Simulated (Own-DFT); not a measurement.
Simulation results for GaN (wurtzite, atoms displaced)

A calculation, not a measurement: plane-wave PBE density functional theory by an unreviewed code, no spin, of a simulated periodic cell, stress positive in tension, free energy of the whole cell less one offset for each atom, forces on such cells passed a denser k mesh, this cell's mesh not checked; offsets are fitted by least squares, one for each functional and potential file, so energies compare only between cells with the same atoms and settings and are not formation energies; the far tail of each file's local potential was reset to the Coulomb form; each entry is a single point on an unrelaxed cell, so the pressure reflects the starting lattice, mostly measured values (interpolated for alloys), from which strain is counted, and rises with the displacements; printed positions are rounded, which can move forces by about a meV/angstrom; the program, named Own-DFT, is a retired in-house code; no spin-orbit coupling. Program: Own-DFT development build.

Settings shared by all entries: functional PBE; potential files PseudoDojo norm-conserving, scalar-relativistic, standard set; wave cutoff 42 hartree; occupations Fermi-Dirac; smearing width 0.1 eV; hardware one NVIDIA H200; k mesh 3 x 4 x 3 centred on Gamma.

(1) GaN (wurtzite, atoms displaced)

```
GaN
1.0
     12.7560     0.0000     0.0000
     -4.7835     8.2853     0.0000
      0.0000     0.0000    10.3700
Ga N Ga N Ga N Ga N Ga N Ga N Ga N Ga N Ga N Ga N Ga N Ga N Ga N Ga N Ga N Ga N Ga N Ga N Ga N Ga N Ga N Ga N Ga N Ga N
2 2 2 2 2 2 2 2 2 2 2 2 2 2 2 2 2 2 2 2 2 2 2 2 2 2 2 2 2 2 2 2 2 2 2 2 2 2 2 2 2 2 2 2 2 2 2 2
Direct
  0.08310 0.22483 0.00121
  0.16507 0.10907 0.25253
  0.07970 0.22353 0.18845
  0.16651 0.11316 0.43957
  0.08185 0.21956 0.49913
  0.16690 0.11341 0.75214
  0.08164 0.22262 0.68903
  0.16727 0.11051 0.93770
  0.08422 0.55560 0.00117
  0.16430 0.44259 0.25241
  0.08277 0.55514 0.18913
  0.16410 0.44089 0.43774
  0.08551 0.55699 0.49919
  0.16811 0.44528 0.75396
  0.08453 0.55688 0.68701
  0.16388 0.44123 0.94138
  0.08249 0.88926 0.99930
  0.16689 0.77851 0.24897
  0.08455 0.88890 0.18747
  0.16567 0.77453 0.43803
  0.08372 0.88901 0.50162
  0.16887 0.78061 0.74996
  0.08350 0.88606 0.68813
  0.16551 0.77636 0.93569
  0.33466 0.22105 0.00203
  0.41486 0.10767 0.25101
  0.33072 0.22186 0.18579
  0.41742 0.11741 0.43543
  0.33204 0.22430 0.49850
  0.41545 0.11211 0.74796
  0.33569 0.22406 0.69356
  0.41557 0.11319 0.93947
  0.33059 0.55519 0.99949
  0.41693 0.44171 0.24926
  0.33553 0.55705 0.18583
  0.41579 0.44712 0.43596
  0.33144 0.55527 0.50041
  0.41561 0.44531 0.75070
  0.33101 0.55310 0.68957
  0.41605 0.44686 0.93819
  0.33145 0.88557 0.99865
  0.41631 0.77860 0.25074
  0.33248 0.88422 0.18934
  0.41361 0.77524 0.44116
  0.33514 0.88804 0.50110
  0.41631 0.77849 0.75115
  0.33300 0.89110 0.68815
  0.41627 0.77820 0.94029
  0.58384 0.22271 0.00176
  0.66657 0.10965 0.25127
  0.58714 0.22087 0.18957
  0.66722 0.11115 0.43887
  0.58038 0.22069 0.49773
  0.67059 0.11345 0.75197
  0.58598 0.22524 0.69365
  0.66750 0.11052 0.93562
  0.58399 0.55659 0.00009
  0.66838 0.44865 0.24633
  0.58333 0.55636 0.18783
  0.66522 0.44490 0.43744
  0.58299 0.55334 0.50192
  0.66789 0.44560 0.74878
  0.58240 0.55456 0.68836
  0.66527 0.44004 0.93653
  0.58069 0.88545 0.99637
  0.66670 0.78080 0.25136
  0.58135 0.88618 0.18938
  0.66984 0.77937 0.43718
  0.58148 0.88768 0.50012
  0.66628 0.77805 0.74987
  0.58280 0.88875 0.68907
  0.66714 0.77765 0.93898
  0.83508 0.22405 0.00111
  0.91738 0.10841 0.25215
  0.83111 0.22069 0.18773
  0.91743 0.11086 0.43406
  0.83225 0.21967 0.49773
  0.91905 0.11472 0.74840
  0.83407 0.22394 0.68419
  0.91819 0.11385 0.93878
  0.83540 0.55531 0.99947
  0.92008 0.44306 0.24983
  0.83351 0.55600 0.18960
  0.91409 0.44364 0.43597
  0.83464 0.55706 0.50263
  0.91486 0.44290 0.74985
  0.83356 0.55595 0.68703
  0.91329 0.44085 0.93451
  0.83128 0.88530 0.00291
  0.91570 0.77701 0.24838
  0.83195 0.88670 0.18958
  0.91608 0.77710 0.44275
  0.83549 0.88869 0.50017
  0.91852 0.77675 0.74985
  0.83632 0.89169 0.69076
  0.91763 0.77537 0.93784
```

| Item | Value |
| --- | --- |
| free energy of cell above offsets | 18.909 eV |
| pressure | 5.9 GPa |
| stress xx | -5.67 GPa |
| stress yy | -5.38 GPa |
| stress zz | -6.66 GPa |
| stress yz | 0.05 GPa |
| stress xz | 0.18 GPa |
| stress xy | 0.06 GPa |
| wall time | 1172 s |

Force:
| element | x (eV/Å) | y (eV/Å) | z (eV/Å) |
| --- | --- | --- | --- |
| Ga | 0.298 | -0.886 | 0.019 |
| Ga | -0.226 | 0.39 | -0.583 |
| N | 0.923 | -0.297 | 0.147 |
| N | 0.184 | -0.485 | -0.044 |
| Ga | -0.259 | 0.35 | 0.389 |
| Ga | 0.055 | -0.336 | -0.348 |
| N | 0.727 | 0.27 | -0.28 |
| N | -0.309 | 0.236 | 0.439 |
| Ga | -0.633 | -0.127 | -0.308 |
| Ga | 0.672 | 0.385 | -0.517 |
| N | 0.297 | 0.257 | -0.285 |
| N | 0.232 | 0.234 | 0.246 |
| Ga | -0.628 | -0.63 | 0.19 |
| Ga | -0.691 | -0.155 | -0.492 |
| N | -0.002 | -0.135 | 0.386 |
| N | 0.14 | 0.644 | -0.361 |
| Ga | 0.251 | 0.088 | -0.086 |
| Ga | -0.005 | -0.243 | 0.293 |
| N | -0.376 | 0.016 | 0.168 |
| N | 0.113 | 0.823 | -0.089 |
| Ga | 0.107 | -0.198 | -0.19 |
| Ga | -0.246 | -0.587 | -0.267 |
| N | -0.046 | 0.741 | 0.16 |
| N | 0.07 | -0.017 | 0.572 |
| Ga | -0.576 | 0.424 | -0.643 |
| Ga | 0.221 | 0.477 | -0.82 |
| N | 0.397 | -0.359 | 0.847 |
| N | -0.179 | -1.024 | 0.613 |
| Ga | 0.223 | 0.271 | 0.618 |
| Ga | 0.8 | 0.214 | 0.695 |
| N | -0.777 | -0.062 | -1.178 |
| N | 0.599 | -0.673 | -0.106 |
| Ga | 0.513 | -0.085 | 0.215 |
| Ga | -0.309 | 0.463 | -0.261 |
| N | -0.533 | -0.372 | 0.642 |
| N | 0.124 | -0.167 | 0.467 |
| Ga | 0.015 | -0.372 | 0.028 |
| Ga | 0.35 | 0.072 | 0.201 |
| N | 0.141 | 0.493 | -0.116 |
| N | 0.1 | -0.2 | 0.186 |
| Ga | -0.132 | 0.713 | 0.205 |
| Ga | 0.331 | -0.574 | 0.028 |
| N | -0.35 | 0.547 | -0.282 |
| N | 0.411 | 0.269 | -0.393 |
| Ga | -0.822 | 0.422 | -0.248 |
| Ga | 0.03 | -0.031 | -0.144 |
| N | 0.456 | -0.085 | 0.009 |
| N | -0.281 | -0.292 | -0.551 |
| Ga | 0.104 | -0.451 | -0.314 |
| Ga | 0.165 | -0.133 | -0.153 |
| N | -1.116 | 0.18 | -0.025 |
| N | -0.474 | -0.359 | 0.046 |
| Ga | 0.703 | 0.599 | 0.658 |
| Ga | -0.453 | -0.144 | -0.552 |
| N | -0.274 | -0.651 | -1.084 |
| N | -0.046 | -0.147 | 0.81 |
| Ga | -0.026 | -0.392 | -0.187 |
| Ga | -0.013 | -0.585 | 0.601 |
| N | 0.012 | 0.076 | -0.001 |
| N | 0.394 | -0.048 | 0.01 |
| Ga | -0.153 | 0.395 | -0.477 |
| Ga | -0.188 | -0.006 | 0.205 |
| N | -0.032 | 0.237 | 0.16 |
| N | 0.035 | 0.839 | 0.408 |
| Ga | 0.416 | 0.656 | 0.668 |
| Ga | -0.026 | -0.534 | -0.127 |
| N | 0.027 | 0.359 | -0.351 |
| N | -0.563 | -0.192 | 0.561 |
| Ga | 0.523 | 0.008 | 0.024 |
| Ga | 0.369 | 0.05 | -0.105 |
| N | -0.036 | 0.055 | -0.019 |
| N | -0.092 | -0.057 | -0.176 |
| Ga | -0.261 | -0.571 | -0.116 |
| Ga | -0.751 | 0.16 | -0.899 |
| N | 0.614 | -0.002 | 0.259 |
| N | -0.095 | -0.165 | 0.994 |
| Ga | 0.1 | 0.45 | -0.064 |
| Ga | -0.497 | -0.361 | 0.511 |
| N | 0.23 | -0.207 | 0.304 |
| N | -0.06 | -0.583 | -0.046 |
| Ga | -0.538 | -0.313 | 0.113 |
| Ga | -1.08 | -0.151 | 0.066 |
| N | 0.542 | -0.02 | -0.418 |
| N | 0.606 | 0.066 | 0.438 |
| Ga | -0.312 | -0.538 | -0.709 |
| Ga | 0.433 | 0.301 | -0.548 |
| N | 0.045 | 0.03 | 0.44 |
| N | 0.656 | 0.534 | 0.665 |
| Ga | 0.32 | 0.637 | -0.62 |
| Ga | 0.288 | -0.082 | 0.601 |
| N | 0.155 | 0.187 | -0.071 |
| N | 0.435 | 0.232 | -0.874 |
| Ga | -0.442 | 0.149 | 0.333 |
| Ga | -0.355 | 0.146 | 0.002 |
| N | -0.257 | -0.291 | -0.272 |
| N | -0.433 | 0.23 | 0.158 |

(2) GaN (wurtzite, atoms displaced)

```
GaN
1.0
     12.7560     0.0000     0.0000
     -4.7835     8.2853     0.0000
      0.0000     0.0000    10.3700
Ga N Ga N Ga N Ga N Ga N Ga N Ga N Ga N Ga N Ga N Ga N Ga N Ga N Ga N Ga N Ga N Ga N Ga N Ga N Ga N Ga N Ga N Ga N Ga N
2 2 2 2 2 2 2 2 2 2 2 2 2 2 2 2 2 2 2 2 2 2 2 2 2 2 2 2 2 2 2 2 2 2 2 2 2 2 2 2 2 2 2 2 2 2 2 2
Direct
  0.08317 0.22232 0.00547
  0.16661 0.10812 0.25040
  0.08431 0.22431 0.18784
  0.16868 0.11123 0.44069
  0.08360 0.22054 0.49975
  0.16623 0.11245 0.74745
  0.08146 0.22371 0.68689
  0.16638 0.10680 0.93679
  0.08106 0.55252 0.00066
  0.16572 0.44067 0.24774
  0.08616 0.55677 0.18703
  0.16255 0.44290 0.43793
  0.08707 0.55687 0.49975
  0.16720 0.44690 0.74801
  0.08038 0.55448 0.68763
  0.16911 0.44568 0.93675
  0.08426 0.88983 0.00068
  0.16337 0.77623 0.24908
  0.08207 0.88789 0.18967
  0.16527 0.77613 0.43870
  0.08471 0.88956 0.50032
  0.16936 0.77732 0.75184
  0.08616 0.89176 0.69184
  0.16518 0.77695 0.93663
  0.33216 0.22140 0.99726
  0.41602 0.10931 0.25254
  0.32882 0.21877 0.18941
  0.42093 0.11598 0.43616
  0.33288 0.21910 0.50057
  0.41915 0.10978 0.74877
  0.33251 0.22133 0.68901
  0.41446 0.11333 0.93753
  0.33250 0.55655 0.99820
  0.41516 0.44504 0.24884
  0.33100 0.55401 0.18818
  0.41516 0.44435 0.43937
  0.33440 0.55568 0.50238
  0.41599 0.44165 0.74952
  0.33465 0.55786 0.68991
  0.41787 0.44423 0.93814
  0.33353 0.89022 0.99807
  0.41663 0.77520 0.24990
  0.33447 0.88907 0.18733
  0.41266 0.77455 0.43866
  0.33033 0.88713 0.50439
  0.41534 0.77827 0.75114
  0.33167 0.88685 0.68872
  0.41492 0.77821 0.93867
  0.58466 0.22633 0.99897
  0.66503 0.10467 0.25130
  0.58324 0.22527 0.19054
  0.66979 0.11073 0.43844
  0.58588 0.22190 0.50001
  0.66677 0.11110 0.74981
  0.58535 0.22412 0.68851
  0.66471 0.10855 0.94046
  0.58325 0.55506 0.99904
  0.66846 0.44671 0.25007
  0.58518 0.55528 0.19072
  0.66542 0.44397 0.44047
  0.58354 0.55720 0.50001
  0.66791 0.44445 0.74915
  0.58465 0.55425 0.69090
  0.66797 0.44501 0.93711
  0.58348 0.88580 0.99793
  0.66773 0.78013 0.25242
  0.58201 0.88589 0.18944
  0.66739 0.77899 0.43986
  0.58431 0.88769 0.50139
  0.66311 0.77231 0.74968
  0.58453 0.89370 0.68597
  0.66444 0.77675 0.93610
  0.83458 0.22466 0.99797
  0.91518 0.11263 0.25104
  0.83556 0.22558 0.18958
  0.91666 0.11275 0.43879
  0.83310 0.21893 0.50013
  0.91857 0.11516 0.74977
  0.83354 0.22181 0.68610
  0.91764 0.11205 0.93669
  0.83191 0.54981 0.00199
  0.91684 0.44795 0.24941
  0.83185 0.55334 0.18682
  0.91402 0.44212 0.43880
  0.83303 0.55197 0.50240
  0.91948 0.44403 0.75122
  0.83149 0.55285 0.68501
  0.91790 0.44316 0.93969
  0.83575 0.89094 0.00231
  0.92071 0.78321 0.25451
  0.83690 0.88918 0.19061
  0.91613 0.77927 0.44104
  0.83626 0.89262 0.50133
  0.91548 0.77899 0.75168
  0.83103 0.89096 0.68908
  0.91483 0.77578 0.93836
```

| Quantity | Value |
| --- | --- |
| free energy of cell above offsets | 18.929 eV |
| pressure | 5.9 GPa |
| stress xx | -5.51 GPa |
| stress yy | -5.72 GPa |
| stress zz | -6.47 GPa |
| stress yz | -0.11 GPa |
| stress xz | 0.28 GPa |
| stress xy | 0.18 GPa |
| wall time | 1110 s |

Force:
| element | x (eV/Å) | y (eV/Å) | z (eV/Å) |
| --- | --- | --- | --- |
| Ga | 0.359 | -0.056 | -1.321 |
| Ga | -0.367 | 0.377 | 0.204 |
| N | -0.032 | -0.851 | 0.641 |
| N | -0.387 | -0.175 | -0.429 |
| Ga | -0.209 | 0.29 | -0.111 |
| Ga | -0.107 | -0.013 | 0.43 |
| N | 0.609 | 0.144 | 0.077 |
| N | -0.63 | 0.703 | 0.193 |
| Ga | 0.696 | 0.545 | -0.168 |
| Ga | -0.159 | 0.652 | 0.597 |
| N | -0.532 | -0.251 | 0.192 |
| N | 1.093 | -0.115 | -0.088 |
| Ga | -1.178 | -0.45 | -0.057 |
| Ga | -0.012 | -0.257 | 0.193 |
| N | 0.806 | 0.475 | 0.051 |
| N | -0.576 | -0.399 | 0.104 |
| Ga | -0.283 | -0.447 | -0.328 |
| Ga | 1.006 | 0.206 | 0.061 |
| N | 0.222 | 0.123 | -0.25 |
| N | 0.032 | 0.319 | -0.151 |
| Ga | -0.283 | -0.275 | 0.563 |
| Ga | -1.019 | -0.1 | -0.179 |
| N | -0.278 | -0.578 | -0.543 |
| N | 0.249 | -0.203 | 0.597 |
| Ga | -0.224 | 0.127 | 0.56 |
| Ga | -0.032 | 0.261 | -0.781 |
| N | 0.688 | 0.417 | -0.32 |
| N | -0.297 | -0.909 | 0.995 |
| Ga | 0.325 | 0.632 | -0.05 |
| Ga | -0.53 | 0.333 | 0.187 |
| N | 0.36 | -0.087 | -0.163 |
| N | 0.876 | -0.224 | -0.167 |
| Ga | 0.405 | -0.133 | 0.241 |
| Ga | 0.364 | -0.297 | 0.151 |
| N | 0.32 | 0.123 | -0.281 |
| N | 0.228 | -0.092 | -0.058 |
| Ga | -0.482 | -0.259 | -0.406 |
| Ga | 0.082 | 0.258 | 0.085 |
| N | 0.015 | -0.251 | -0.041 |
| N | -0.385 | 0.072 | 0.045 |
| Ga | -0.268 | 0.082 | 0.429 |
| Ga | -0.572 | 0.071 | 0.139 |
| N | -0.341 | -0.206 | 0.118 |
| N | 0.407 | 0.526 | 0.165 |
| Ga | 0.466 | 0.411 | -1.098 |
| Ga | 0.612 | 0.162 | -0.161 |
| N | 0.308 | 0.327 | 0.178 |
| N | 0.357 | 0.08 | -0.128 |
| Ga | -0.217 | -0.669 | 0.51 |
| Ga | -0.254 | 1.059 | -0.38 |
| N | 0.385 | -0.532 | -0.331 |
| N | -0.557 | -0.366 | 0.016 |
| Ga | -0.045 | 0.124 | -0.173 |
| Ga | 0.246 | 0.214 | 0.23 |
| N | -0.129 | -0.372 | -0.052 |
| N | 0.165 | 0.368 | -0.3 |
| Ga | 0.151 | 0.089 | 0.382 |
| Ga | -0.13 | -0.381 | 0.493 |
| N | -0.589 | 0.292 | -0.405 |
| N | 0.221 | 0.191 | -0.221 |
| Ga | 0.06 | -0.346 | 0.065 |
| Ga | 0.06 | 0.04 | 0.068 |
| N | -0.522 | -0.202 | -0.499 |
| N | -0.118 | 0.056 | 0.014 |
| Ga | -0.443 | 0.246 | 0.389 |
| Ga | 0.317 | -0.421 | -0.235 |
| N | 0.223 | -0.012 | -0.38 |
| N | 0.199 | 0.002 | -0.01 |
| Ga | -0.607 | 0.064 | -0.422 |
| Ga | 0.048 | 0.894 | -0.152 |
| N | -0.147 | -0.87 | 0.655 |
| N | 0.654 | 0.045 | 0.471 |
| Ga | -0.098 | -0.785 | 0.534 |
| Ga | 0.353 | 0.056 | -0.089 |
| N | -0.375 | -0.41 | -0.396 |
| N | 0.483 | -0.24 | -0.175 |
| Ga | -0.058 | 0.694 | -0.08 |
| Ga | -0.29 | -0.573 | -0.006 |
| N | -0.131 | 0.189 | 0.603 |
| N | -0.005 | 0.067 | 0.459 |
| Ga | -0.112 | 0.802 | -0.383 |
| Ga | 0.312 | -0.283 | 0.381 |
| N | 0.262 | 0.848 | 0.462 |
| N | 0.642 | 0.301 | -0.14 |
| Ga | -0.276 | 0.327 | -0.652 |
| Ga | -0.966 | -0.124 | -0.35 |
| N | 0.535 | 0.428 | 1.154 |
| N | -0.355 | 0.123 | -0.397 |
| Ga | -0.351 | -0.324 | -0.376 |
| Ga | -0.446 | -1.039 | -0.256 |
| N | -0.682 | 0.227 | -0.117 |
| N | 0.434 | -0.218 | -0.001 |
| Ga | -0.378 | -0.306 | 0.14 |
| Ga | 0.191 | -0.129 | -0.435 |
| N | 0.386 | -0.123 | 0.102 |
| N | 0.253 | -0.105 | 0.366 |

(3) GaN (wurtzite, atoms displaced)

```
GaN
1.0
     12.7560     0.0000     0.0000
     -4.7835     8.2853     0.0000
      0.0000     0.0000    10.3700
Ga N Ga N Ga N Ga N Ga N Ga N Ga N Ga N Ga N Ga N Ga N Ga N Ga N Ga N Ga N Ga N Ga N Ga N Ga N Ga N Ga N Ga N Ga N Ga N
2 2 2 2 2 2 2 2 2 2 2 2 2 2 2 2 2 2 2 2 2 2 2 2 2 2 2 2 2 2 2 2 2 2 2 2 2 2 2 2 2 2 2 2 2 2 2 2
Direct
  0.08359 0.22265 0.00185
  0.16840 0.11090 0.24903
  0.08060 0.22159 0.18495
  0.16684 0.11330 0.43594
  0.08511 0.22272 0.49977
  0.16700 0.11004 0.75033
  0.08539 0.22151 0.68738
  0.16360 0.10737 0.93851
  0.08267 0.55384 0.99941
  0.16862 0.44418 0.24983
  0.08463 0.55658 0.19156
  0.16513 0.44415 0.44281
  0.08322 0.55273 0.50241
  0.16990 0.44544 0.74979
  0.07983 0.55312 0.68756
  0.16628 0.44247 0.93412
  0.08387 0.88757 0.00106
  0.16484 0.77679 0.24363
  0.08292 0.88999 0.18324
  0.16566 0.77730 0.43743
  0.08431 0.89198 0.49717
  0.16468 0.77453 0.74649
  0.08658 0.88805 0.68803
  0.16604 0.77893 0.93982
  0.33131 0.22453 0.99934
  0.41308 0.10714 0.24950
  0.33001 0.22190 0.19252
  0.41739 0.10977 0.43616
  0.33266 0.22047 0.50041
  0.41642 0.11138 0.74973
  0.33427 0.22297 0.68512
  0.41457 0.10813 0.94305
  0.33265 0.55230 0.99618
  0.41892 0.44817 0.24922
  0.33427 0.55824 0.18693
  0.41766 0.44731 0.43980
  0.33050 0.55271 0.49904
  0.41742 0.44190 0.74860
  0.33185 0.55605 0.69260
  0.41914 0.44521 0.93903
  0.33216 0.88588 0.00026
  0.41598 0.77897 0.24911
  0.33557 0.89013 0.19075
  0.41630 0.77890 0.44073
  0.33360 0.88634 0.49714
  0.41583 0.77782 0.75273
  0.33520 0.88978 0.68851
  0.41742 0.77578 0.94098
  0.58186 0.22207 0.00027
  0.66764 0.11196 0.25151
  0.58169 0.21631 0.18859
  0.66798 0.10800 0.43982
  0.58182 0.22173 0.49693
  0.66649 0.11223 0.74970
  0.58550 0.22151 0.68810
  0.66704 0.11151 0.93988
  0.58473 0.55964 0.99681
  0.66452 0.44095 0.24960
  0.58430 0.55612 0.18893
  0.66796 0.44591 0.44119
  0.58174 0.55543 0.49798
  0.66564 0.44367 0.75120
  0.58201 0.55413 0.68985
  0.66394 0.44149 0.93932
  0.58398 0.88711 0.99552
  0.66579 0.78020 0.25215
  0.58214 0.88739 0.18584
  0.67096 0.77930 0.43794
  0.58195 0.88945 0.49959
  0.66435 0.77794 0.74742
  0.58413 0.88977 0.68888
  0.66472 0.77542 0.94044
  0.83363 0.21801 0.99817
  0.91697 0.11263 0.24993
  0.83020 0.22095 0.18363
  0.91770 0.10905 0.43792
  0.83177 0.22424 0.49719
  0.91781 0.11128 0.74995
  0.83163 0.22547 0.68929
  0.91705 0.11465 0.93630
  0.83376 0.55735 0.99964
  0.91822 0.44453 0.24771
  0.83651 0.56049 0.18664
  0.91671 0.44338 0.43728
  0.83676 0.55675 0.49941
  0.91405 0.44200 0.74743
  0.83252 0.55737 0.68780
  0.91398 0.44047 0.93651
  0.83155 0.89008 0.99957
  0.91768 0.78064 0.25118
  0.83485 0.89110 0.18599
  0.91832 0.77833 0.43837
  0.83447 0.88849 0.49836
  0.91478 0.77434 0.75168
  0.83292 0.88769 0.69081
  0.91480 0.77647 0.93716
```

| Property | Result |
| --- | --- |
| free energy of cell above offsets | 18.931 eV |
| pressure | 5.91 GPa |
| stress xx | -5.81 GPa |
| stress yy | -6.17 GPa |
| stress zz | -5.75 GPa |
| stress yz | -0.03 GPa |
| stress xz | 0 GPa |
| stress xy | -0.1 GPa |
| wall time | 1192 s |

Force:
| element | x (eV/Å) | y (eV/Å) | z (eV/Å) |
| --- | --- | --- | --- |
| Ga | -0.174 | -0.185 | -0.771 |
| Ga | -0.957 | -0.122 | -0.081 |
| N | 0.61 | 0.277 | 0.844 |
| N | 0.268 | -0.094 | 0.121 |
| Ga | -0.432 | -0.262 | 0.131 |
| Ga | 0.019 | -0.187 | -0.063 |
| N | -0.237 | 0.07 | 0.108 |
| N | 0.202 | 0.546 | -0.046 |
| Ga | -0.218 | -0.089 | -0.121 |
| Ga | -0.217 | -0.035 | 0.194 |
| N | 0.214 | -0.461 | -0.767 |
| N | 0.373 | -0.144 | -0.909 |
| Ga | -0.536 | 0.577 | -0.443 |
| Ga | -0.988 | -0.441 | -0.326 |
| N | 0.619 | -0.069 | 0.316 |
| N | -0.059 | 0.154 | 0.814 |
| Ga | -0.625 | -0.074 | -0.787 |
| Ga | 0.229 | 0.389 | 0.957 |
| N | 0.118 | 0.028 | 1.046 |
| N | 0.121 | -0.083 | -0.284 |
| Ga | 0.319 | -0.303 | 0.465 |
| Ga | 0.461 | 0.219 | 0.474 |
| N | -0.91 | 0.154 | -0.208 |
| N | 0.366 | -0.57 | -0.39 |
| Ga | 0.386 | -0.481 | 0.383 |
| Ga | 0.245 | 0.703 | -0.128 |
| N | 0.783 | 0.495 | -0.766 |
| N | -0.418 | 0.038 | 0.323 |
| Ga | 0.199 | 0.19 | -0.604 |
| Ga | 0.309 | -0.077 | 0.291 |
| N | -0.076 | -0.243 | 0.591 |
| N | -0.249 | 0.328 | -0.665 |
| Ga | -0.083 | 0.226 | 0.382 |
| Ga | -0.152 | -0.242 | 0.095 |
| N | -0.011 | -0.386 | 0.02 |
| N | -0.284 | -0.479 | -0.277 |
| Ga | 0.311 | 0.529 | 0.596 |
| Ga | -0.445 | 0.336 | 0.167 |
| N | 0.819 | 0.078 | -0.752 |
| N | -0.388 | -0.28 | -0.321 |
| Ga | 0.136 | 0.132 | 0.117 |
| Ga | 0.505 | -0.044 | 0.185 |
| N | -0.712 | -0.496 | -0.546 |
| N | 0.41 | -0.603 | -0.558 |
| Ga | -0.66 | 0.275 | 0.478 |
| Ga | 0.213 | 0.158 | -0.236 |
| N | -0.333 | -0.195 | -0.111 |
| N | -0.401 | 0.01 | -0.323 |
| Ga | 0.29 | -0.315 | 0.119 |
| Ga | -0.094 | -0.553 | -0.398 |
| N | -0.402 | 0.564 | 0.21 |
| N | -0.705 | 0.366 | -0.358 |
| Ga | 0.468 | 0.097 | 0.451 |
| Ga | 0.203 | -0.164 | 0.345 |
| N | -0.816 | 0.12 | -0.193 |
| N | -0.216 | -0.236 | -0.401 |
| Ga | 0.296 | -0.754 | 0.793 |
| Ga | 0.429 | 0.303 | 0.008 |
| N | -0.012 | 0.061 | -0.193 |
| N | -0.002 | -0.155 | -0.502 |
| Ga | 0.567 | 0.262 | 0.445 |
| Ga | 0.18 | -0.028 | -0.227 |
| N | 0.11 | 0.199 | -0.394 |
| N | 0.201 | 0.449 | -0.051 |
| Ga | -0.348 | 0.488 | 0.734 |
| Ga | 0.423 | -0.093 | -0.594 |
| N | 0.034 | 0.235 | 0.333 |
| N | -0.923 | -0.183 | 0.297 |
| Ga | 0.578 | -0.376 | 0.244 |
| Ga | 0.529 | -0.102 | 0.355 |
| N | -0.417 | -0.105 | -0.09 |
| N | 0.324 | 0.557 | -0.876 |
| Ga | -0.732 | 0.578 | -0.087 |
| Ga | -0.329 | -0.157 | -0.118 |
| N | 0.614 | 0.266 | 0.826 |
| N | -0.314 | 0.535 | 0.073 |
| Ga | 0.791 | -0.386 | 0.644 |
| Ga | -0.285 | 0.178 | -0.409 |
| N | 0.699 | -0.766 | -0.608 |
| N | 0.6 | -0.65 | 0.151 |
| Ga | 0.019 | -0.482 | -0.101 |
| Ga | -0.499 | -0.091 | -0.006 |
| N | -0.251 | -0.587 | 0.443 |
| N | 0.116 | 0.135 | -0.186 |
| Ga | -0.48 | -0.062 | 0.083 |
| Ga | -0.092 | 0.45 | 0.501 |
| N | 0.111 | -0.372 | -0.048 |
| N | 0.202 | 0.478 | 0.239 |
| Ga | 0.451 | 0.027 | -0.203 |
| Ga | -0.126 | -0.137 | -0.381 |
| N | -0.298 | -0.11 | 0.438 |
| N | -0.048 | 0.034 | -0.072 |
| Ga | 0.116 | 0.115 | 0.63 |
| Ga | 0.308 | 0.594 | -0.349 |
| N | -0.048 | 0.13 | -0.45 |
| N | 0.109 | 0.37 | 0.321 |
